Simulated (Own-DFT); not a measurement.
Simulation results for Si3Ge (diamond lattice with Si and Ge gathered in clusters, atoms displaced)

A calculation, not a measurement: plane-wave density functional theory by an unreviewed code, no spin, of a simulated periodic cell, stress positive in tension, run twice, with PBE and with PBEsol, both on files made for PBE, so the change isn't that of files made for PBEsol; forces on such cells passed a denser k mesh, this cell's mesh not checked; the far tail of each file's local potential was reset to the Coulomb form; each entry is a single point on an unrelaxed cell, so the pressure reflects the starting lattice, mostly measured values (interpolated for alloys), from which strain is counted, and rises with the displacements; printed positions are rounded, which can move forces by about a meV/angstrom; the program, named Own-DFT, is a retired in-house code; no spin-orbit coupling; stress was not checked against mesh or cutoff. Program: Own-DFT development build.

Settings shared by all entries: functional PBE, then PBEsol; potential files PseudoDojo norm-conserving, scalar-relativistic, standard set; wave cutoff 42 hartree; occupations Fermi-Dirac; smearing width 0.1 eV; k mesh 3 x 3 x 3 centred on Gamma.

```json
{"entry": 1, "formula": "Si3Ge", "kind": "diamond lattice with Si and Ge gathered in clusters, atoms displaced", "structure": {"cell_angstrom": [[10.9755, 0.0, 0.0], [0.0, 10.9755, 0.0], [0.0, 0.0, 10.9755]], "atoms_fractional": [["Si", 0.99705, 0.00204, 0.9999], ["Si", 0.00069, 0.2507, 0.24962], ["Si", 0.25543, 0.00038, 0.2497], ["Ge", 0.24562, 0.25305, 0.99832], ["Ge", 0.12489, 0.12526, 0.12377], ["Si", 0.12811, 0.37127, 0.37571], ["Si", 0.37412, 0.1246, 0.36831], ["Ge", 0.37003, 0.37747, 0.12675], ["Si", 0.00604, 0.99984, 0.50062], ["Si", 0.99791, 0.25051, 0.74615], ["Ge", 0.25156, 0.99718, 0.74752], ["Si", 0.25566, 0.25293, 0.50049], ["Ge", 0.12616, 0.1245, 0.62392], ["Ge", 0.12457, 0.37868, 0.87559], ["Ge", 0.37012, 0.12862, 0.87629], ["Ge", 0.37543, 0.37351, 0.62539], ["Si", 0.00238, 0.49877, 0.99933], ["Si", 0.00224, 0.75373, 0.25474], ["Si", 0.25191, 0.50241, 0.25069], ["Si", 0.25122, 0.74967, 0.00076], ["Si", 0.12314, 0.619, 0.12821], ["Si", 0.12019, 0.87166, 0.37357], ["Si", 0.37491, 0.62372, 0.37955], ["Ge", 0.37591, 0.87713, 0.13064], ["Si", 0.00043, 0.50123, 0.4959], ["Si", 0.99923, 0.74809, 0.74809], ["Si", 0.247, 0.4965, 0.75764], ["Si", 0.25575, 0.75237, 0.49683], ["Si", 0.12242, 0.62506, 0.6247], ["Ge", 0.12375, 0.88006, 0.87582], ["Si", 0.37608, 0.62587, 0.87624], ["Ge", 0.37768, 0.87149, 0.62486], ["Ge", 0.49642, 0.99831, 0.99697], ["Si", 0.49897, 0.24461, 0.25052], ["Si", 0.75179, 0.99872, 0.25219], ["Si", 0.74818, 0.24747, 0.99692], ["Ge", 0.62317, 0.12618, 0.12317], ["Si", 0.62889, 0.37018, 0.37772], ["Si", 0.87261, 0.12569, 0.38119], ["Si", 0.87603, 0.3772, 0.12364], ["Si", 0.50203, 0.99956, 0.50329], ["Ge", 0.49481, 0.25243, 0.74803], ["Si", 0.75069, 0.00097, 0.74754], ["Si", 0.75225, 0.24759, 0.49918], ["Ge", 0.6261, 0.12637, 0.62358], ["Ge", 0.62238, 0.3769, 0.87341], ["Si", 0.87314, 0.13248, 0.87147], ["Si", 0.87318, 0.38088, 0.62559], ["Si", 0.49526, 0.49781, 0.0002], ["Si", 0.49245, 0.75466, 0.25019], ["Si", 0.74977, 0.5004, 0.25197], ["Si", 0.74752, 0.749, 0.00068], ["Si", 0.62649, 0.62804, 0.12205], ["Si", 0.6231, 0.87411, 0.3745], ["Si", 0.87249, 0.62335, 0.36855], ["Si", 0.8788, 0.87121, 0.12332], ["Si", 0.49849, 0.49357, 0.50093], ["Si", 0.49683, 0.74994, 0.74685], ["Si", 0.74598, 0.49883, 0.74741], ["Si", 0.75139, 0.7481, 0.50173], ["Si", 0.62537, 0.62586, 0.63141], ["Si", 0.63002, 0.87433, 0.87642], ["Si", 0.87355, 0.62798, 0.87568], ["Si", 0.87307, 0.87478, 0.62483]]}, "results": {"PBE_pressure [GPa]": 2.52, "PBE_stress_xx [GPa]": -2.51, "PBE_stress_yy [GPa]": -2.52, "PBE_stress_zz [GPa]": -2.54, "PBE_stress_yz [GPa]": -0.04, "PBE_stress_xz [GPa]": 0.25, "PBE_stress_xy [GPa]": 0.2, "PBEsol_pressure [GPa]": 0.73, "PBEsol_stress_xx [GPa]": -0.72, "PBEsol_stress_yy [GPa]": -0.73, "PBEsol_stress_zz [GPa]": -0.74, "PBEsol_stress_yz [GPa]": -0.05, "PBEsol_stress_xz [GPa]": 0.24, "PBEsol_stress_xy [GPa]": 0.2, "force_element": ["Si", "Si", "Si", "Ge", "Ge", "Si", "Si", "Ge", "Si", "Si", "Ge", "Si", "Ge", "Ge", "Ge", "Ge", "Si", "Si", "Si", "Si", "Si", "Si", "Si", "Ge", "Si", "Si", "Si", "Si", "Si", "Ge", "Si", "Ge", "Ge", "Si", "Si", "Si", "Ge", "Si", "Si", "Si", "Si", "Ge", "Si", "Si", "Ge", "Ge", "Si", "Si", "Si", "Si", "Si", "Si", "Si", "Si", "Si", "Si", "Si", "Si", "Si", "Si", "Si", "Si", "Si", "Si"], "PBE_force_x [eV/angstrom]": [-0.562, -0.527, -1.508, 0.118, -0.248, -0.103, 0.309, 0.807, -1.191, -0.122, -0.032, -0.567, 0.156, -1.01, 0.272, -0.924, -0.972, -0.596, -0.643, -0.433, 0.246, 1.489, 0.362, -0.679, -0.06, -0.261, 0.638, -1.331, 0.707, -0.295, -0.249, 0.051, 0.658, 0.232, 0.115, 0.429, 0.515, -0.597, 0.896, -0.264, -0.252, 0.852, 0.256, 0.212, -0.059, 0.2, 0.175, 0.22, 0.618, 1.443, -0.417, 0.67, -0.948, 0.191, 0.437, -0.442, 0.97, 1.007, 0.723, -0.363, -0.383, -0.559, 0.062, 0.562], "PBE_force_y [eV/angstrom]": [0.25, 0.046, -0.064, -0.037, -0.494, 0.48, -0.143, -0.369, -0.381, 0.534, 0.341, -0.761, 0.603, -0.68, -0.413, 1.018, 0.736, -1.158, 0.049, -0.337, 0.965, 0.912, -0.109, -0.385, -0.104, 0.29, 1.416, -0.604, -0.096, -1.02, -0.061, 0.408, -0.071, 1.07, -0.159, 0.828, -0.434, 0.167, -0.46, -0.378, 0.132, -0.708, -0.155, 0.825, -0.148, -0.059, -0.955, -0.515, 0.897, -1.327, -0.274, 0.187, -0.502, -0.076, 0.486, 0.435, 0.998, -0.404, 0.613, -0.071, -0.182, -0.054, -0.612, 0.075], "PBE_force_z [eV/angstrom]": [-0.215, 0.482, 0.501, 0.45, 0.56, -0.129, 1.456, 0.316, -0.273, 0.125, 0.219, -0.817, -0.263, -0.462, -0.381, -0.012, 0.339, -1.096, 0.816, 0.345, -0.187, 0.45, -0.553, -0.988, 0.026, 0.128, -1.285, 0.19, -0.126, 0.186, -0.128, -0.575, -0.134, 0.125, -0.117, 0.341, 0.29, -0.441, -0.873, -0.003, -1.175, 0.457, 0.556, 0.492, 0.113, 0.441, 0.11, -0.549, 0.143, 0.695, -0.721, -0.035, 0.707, 0.245, 0.902, 0.286, -0.163, 1.237, 0.574, -0.368, -1.117, -0.771, -0.199, -0.149], "PBEsol_force_x [eV/angstrom]": [-0.462, -0.478, -1.488, 0.114, -0.194, -0.097, 0.303, 0.747, -1.122, -0.02, -0.038, -0.539, 0.201, -0.935, 0.263, -0.855, -0.905, -0.593, -0.582, -0.429, 0.237, 1.481, 0.366, -0.627, -0.061, -0.213, 0.62, -1.268, 0.71, -0.238, -0.243, 0.008, 0.598, 0.241, 0.076, 0.321, 0.456, -0.592, 0.891, -0.266, -0.254, 0.823, 0.201, 0.159, -0.102, 0.147, 0.177, 0.219, 0.605, 1.364, -0.423, 0.663, -0.943, 0.187, 0.433, -0.434, 0.914, 0.935, 0.666, -0.353, -0.386, -0.603, 0.06, 0.556], "PBEsol_force_y [eV/angstrom]": [0.257, -0.004, -0.083, -0.038, -0.439, 0.471, -0.142, -0.406, -0.325, 0.52, 0.336, -0.749, 0.548, -0.719, -0.401, 0.938, 0.674, -1.151, -0.003, -0.243, 0.956, 0.909, -0.113, -0.325, -0.1, 0.333, 1.296, -0.535, -0.097, -0.949, -0.058, 0.448, -0.026, 1.056, -0.116, 0.814, -0.459, 0.161, -0.46, -0.374, 0.14, -0.679, -0.099, 0.769, -0.106, -0.104, -0.944, -0.504, 0.783, -1.258, -0.276, 0.187, -0.499, -0.078, 0.485, 0.423, 0.93, -0.333, 0.55, -0.079, -0.175, -0.007, -0.608, 0.082], "PBEsol_force_z [eV/angstrom]": [-0.222, 0.426, 0.394, 0.433, 0.499, -0.128, 1.449, 0.26, -0.214, 0.117, 0.221, -0.703, -0.211, -0.404, -0.372, 0.048, 0.271, -1.084, 0.757, 0.343, -0.184, 0.446, -0.541, -1.014, 0.014, 0.17, -1.252, 0.241, -0.127, 0.138, -0.131, -0.518, -0.085, 0.025, -0.163, 0.345, 0.242, -0.439, -0.861, -0.006, -1.062, 0.443, 0.504, 0.55, 0.15, 0.39, 0.106, -0.543, 0.144, 0.625, -0.713, -0.032, 0.704, 0.243, 0.887, 0.279, -0.107, 1.174, 0.625, -0.367, -1.107, -0.725, -0.195, -0.15], "rms_change_of_force_components_from_PBE_to_PBEsol [eV/angstrom]": 0.044}}
{"entry": 2, "formula": "Si3Ge", "kind": "diamond lattice with Si and Ge gathered in clusters, atoms displaced", "structure": {"cell_angstrom": [[10.9755, 0.0, 0.0], [0.0, 10.9755, 0.0], [0.0, 0.0, 10.9755]], "atoms_fractional": [["Si", 0.99463, 0.99452, 0.00354], ["Ge", 0.99982, 0.24893, 0.25182], ["Si", 0.25256, 0.99754, 0.24841], ["Si", 0.24754, 0.24905, 0.99672], ["Si", 0.12687, 0.12389, 0.12828], ["Si", 0.12101, 0.37855, 0.3711], ["Si", 0.3738, 0.12326, 0.37196], ["Si", 0.37848, 0.37141, 0.12387], ["Si", 0.99467, 0.9987, 0.50724], ["Si", 0.99679, 0.24885, 0.74824], ["Si", 0.25069, 0.99842, 0.74818], ["Si", 0.24587, 0.24861, 0.49508], ["Si", 0.12304, 0.11799, 0.62927], ["Si", 0.13017, 0.37863, 0.87651], ["Si", 0.37228, 0.12384, 0.87547], ["Si", 0.37034, 0.37545, 0.6282], ["Ge", 0.0002, 0.49764, 0.00143], ["Ge", 0.00262, 0.74859, 0.25586], ["Si", 0.24764, 0.50162, 0.24745], ["Si", 0.24911, 0.75059, 0.99879], ["Si", 0.12873, 0.62312, 0.12464], ["Si", 0.12536, 0.8739, 0.37394], ["Si", 0.37646, 0.62849, 0.37438], ["Si", 0.37473, 0.87981, 0.12571], ["Ge", 0.99667, 0.50172, 0.50591], ["Si", 0.00186, 0.748, 0.74951], ["Si", 0.24736, 0.50189, 0.75147], ["Si", 0.24822, 0.75572, 0.5003], ["Si", 0.12269, 0.62345, 0.63297], ["Si", 0.12862, 0.86935, 0.87644], ["Si", 0.37575, 0.62428, 0.87536], ["Si", 0.37576, 0.8755, 0.62551], ["Si", 0.50133, 0.00212, 0.99687], ["Ge", 0.50174, 0.25074, 0.24497], ["Si", 0.7488, 0.00064, 0.25549], ["Ge", 0.74793, 0.25138, 0.0037], ["Si", 0.62576, 0.12183, 0.12723], ["Ge", 0.62476, 0.3746, 0.37771], ["Si", 0.87418, 0.12463, 0.37145], ["Ge", 0.87548, 0.37652, 0.12317], ["Si", 0.50201, 0.99499, 0.49969], ["Si", 0.49998, 0.25099, 0.74705], ["Si", 0.75238, 0.00401, 0.74651], ["Ge", 0.74986, 0.24754, 0.49829], ["Si", 0.6264, 0.12625, 0.62701], ["Si", 0.62649, 0.38114, 0.87466], ["Si", 0.8763, 0.1273, 0.87458], ["Si", 0.87364, 0.37093, 0.62573], ["Ge", 0.49644, 0.50188, 0.99704], ["Ge", 0.49732, 0.74954, 0.24801], ["Ge", 0.74982, 0.49809, 0.2551], ["Ge", 0.75219, 0.74454, 0.99997], ["Ge", 0.62889, 0.62538, 0.11989], ["Si", 0.62699, 0.87752, 0.37396], ["Ge", 0.87608, 0.61888, 0.37456], ["Si", 0.87526, 0.87636, 0.1241], ["Ge", 0.50535, 0.49876, 0.50205], ["Si", 0.50436, 0.75249, 0.74836], ["Si", 0.74623, 0.50099, 0.75179], ["Si", 0.75788, 0.75074, 0.50218], ["Si", 0.62767, 0.62311, 0.62287], ["Si", 0.63005, 0.87684, 0.87766], ["Si", 0.87724, 0.62043, 0.871], ["Si", 0.87653, 0.87607, 0.62404]]}, "results": {"PBE_pressure [GPa]": 2.51, "PBE_stress_xx [GPa]": -2.54, "PBE_stress_yy [GPa]": -2.52, "PBE_stress_zz [GPa]": -2.49, "PBE_stress_yz [GPa]": 0.5, "PBE_stress_xz [GPa]": 0.02, "PBE_stress_xy [GPa]": -0.16, "PBEsol_pressure [GPa]": 0.73, "PBEsol_stress_xx [GPa]": -0.75, "PBEsol_stress_yy [GPa]": -0.73, "PBEsol_stress_zz [GPa]": -0.7, "PBEsol_stress_yz [GPa]": 0.5, "PBEsol_stress_xz [GPa]": 0.01, "PBEsol_stress_xy [GPa]": -0.14, "force_element": ["Si", "Ge", "Si", "Si", "Si", "Si", "Si", "Si", "Si", "Si", "Si", "Si", "Si", "Si", "Si", "Si", "Ge", "Ge", "Si", "Si", "Si", "Si", "Si", "Si", "Ge", "Si", "Si", "Si", "Si", "Si", "Si", "Si", "Si", "Ge", "Si", "Ge", "Si", "Ge", "Si", "Ge", "Si", "Si", "Si", "Ge", "Si", "Si", "Si", "Si", "Ge", "Ge", "Ge", "Ge", "Ge", "Si", "Ge", "Si", "Ge", "Si", "Si", "Si", "Si", "Si", "Si", "Si"], "PBE_force_x [eV/angstrom]": [1.124, 0.236, -0.485, 0.342, -0.147, 0.615, 0.229, -1.295, 0.762, 0.917, 0.055, 0.0, 0.004, -0.719, 0.361, -0.046, 0.65, -0.007, 0.881, 0.676, -0.189, 0.052, -0.812, 0.04, 0.793, -0.389, 0.601, 0.138, 0.634, -0.73, -0.413, 0.109, -0.093, -0.244, 0.312, -0.275, 0.029, -0.128, 0.249, -0.172, -0.165, -0.096, 0.013, 0.369, -0.658, -0.565, -0.028, -0.384, 0.192, 0.487, -0.269, 0.947, -0.809, 0.082, -0.218, -0.491, -1.517, -0.152, 0.714, -0.993, 0.389, -0.291, -0.005, -0.214], "PBE_force_y [eV/angstrom]": [0.853, -0.089, 0.305, -0.081, -0.404, 0.02, -0.101, 0.517, 0.286, 0.231, -0.245, 0.016, 0.902, -0.831, 0.246, -0.339, 0.731, 0.091, -0.419, -0.289, 0.569, 0.996, -0.543, -0.365, -0.779, 0.469, -0.027, -0.909, 0.601, 0.745, 0.966, -0.148, -0.188, -0.6, -0.174, -0.435, -0.338, -0.487, -0.587, -0.382, 0.873, 0.114, -0.354, -0.29, -0.488, -0.931, -0.466, 0.384, -0.567, 0.555, 0.015, 1.031, -0.567, -0.795, 1.14, -0.381, 0.459, -0.284, -0.213, -0.001, 0.978, 0.148, 0.313, -0.456], "PBE_force_z [eV/angstrom]": [-0.739, -0.263, 0.355, 0.605, -0.716, 0.702, 0.524, -0.305, -1.394, 0.487, 0.571, 0.452, -0.548, -0.592, -0.436, -0.492, -0.568, -1.223, 0.3, 0.501, -0.159, 0.761, 0.498, -0.902, 0.174, 0.379, 0.146, 0.331, -0.976, -0.262, -0.764, -0.084, 0.357, 0.563, -0.926, -0.819, -0.268, -0.385, 0.834, 0.728, 0.093, 0.663, 0.611, 0.364, -0.328, -0.275, 0.184, 0.514, 0.225, 0.015, -0.963, -0.794, 1.031, 0.601, 0.615, 0.962, 0.227, 0.299, -0.558, -0.353, 0.468, -0.711, -0.153, 0.817], "PBEsol_force_x [eV/angstrom]": [1.116, 0.185, -0.484, 0.334, -0.193, 0.507, 0.28, -1.18, 0.751, 0.912, 0.055, -0.009, 0.011, -0.765, 0.355, -0.007, 0.581, -0.053, 0.878, 0.674, -0.285, -0.008, -0.707, 0.093, 0.723, -0.394, 0.598, 0.131, 0.582, -0.719, -0.351, 0.106, -0.092, -0.193, 0.31, -0.226, 0.033, -0.115, 0.257, -0.17, -0.164, -0.092, 0.017, 0.318, -0.605, -0.563, -0.072, -0.392, 0.236, 0.515, -0.251, 0.873, -0.782, 0.04, -0.174, -0.504, -1.43, -0.145, 0.706, -0.94, 0.336, -0.233, -0.001, -0.213], "PBEsol_force_y [eV/angstrom]": [0.847, -0.04, 0.297, -0.079, -0.351, 0.02, -0.054, 0.509, 0.292, 0.236, -0.247, 0.016, 0.892, -0.773, 0.242, -0.296, 0.671, 0.036, -0.419, -0.29, 0.562, 0.942, -0.532, -0.413, -0.722, 0.475, -0.021, -0.904, 0.547, 0.746, 0.906, -0.147, -0.183, -0.544, -0.172, -0.374, -0.237, -0.466, -0.476, -0.373, 0.865, 0.117, -0.35, -0.233, -0.433, -0.921, -0.416, 0.39, -0.518, 0.505, 0.012, 0.95, -0.547, -0.844, 1.066, -0.475, 0.401, -0.282, -0.209, -0.054, 0.912, 0.096, 0.3, -0.458], "PBEsol_force_z [eV/angstrom]": [-0.738, -0.295, 0.356, 0.604, -0.662, 0.687, 0.477, -0.292, -1.388, 0.48, 0.566, 0.444, -0.538, -0.54, -0.435, -0.53, -0.502, -1.159, 0.298, 0.504, -0.163, 0.699, 0.482, -0.852, 0.112, 0.377, 0.146, 0.332, -1.023, -0.265, -0.705, -0.078, 0.35, 0.589, -0.919, -0.752, -0.259, -0.372, 0.82, 0.705, 0.09, 0.66, 0.6, 0.307, -0.38, -0.168, 0.235, 0.409, 0.264, -0.023, -0.934, -0.721, 0.995, 0.55, 0.565, 0.963, 0.169, 0.298, -0.557, -0.404, 0.399, -0.651, -0.055, 0.821], "rms_change_of_force_components_from_PBE_to_PBEsol [eV/angstrom]": 0.043}}
```
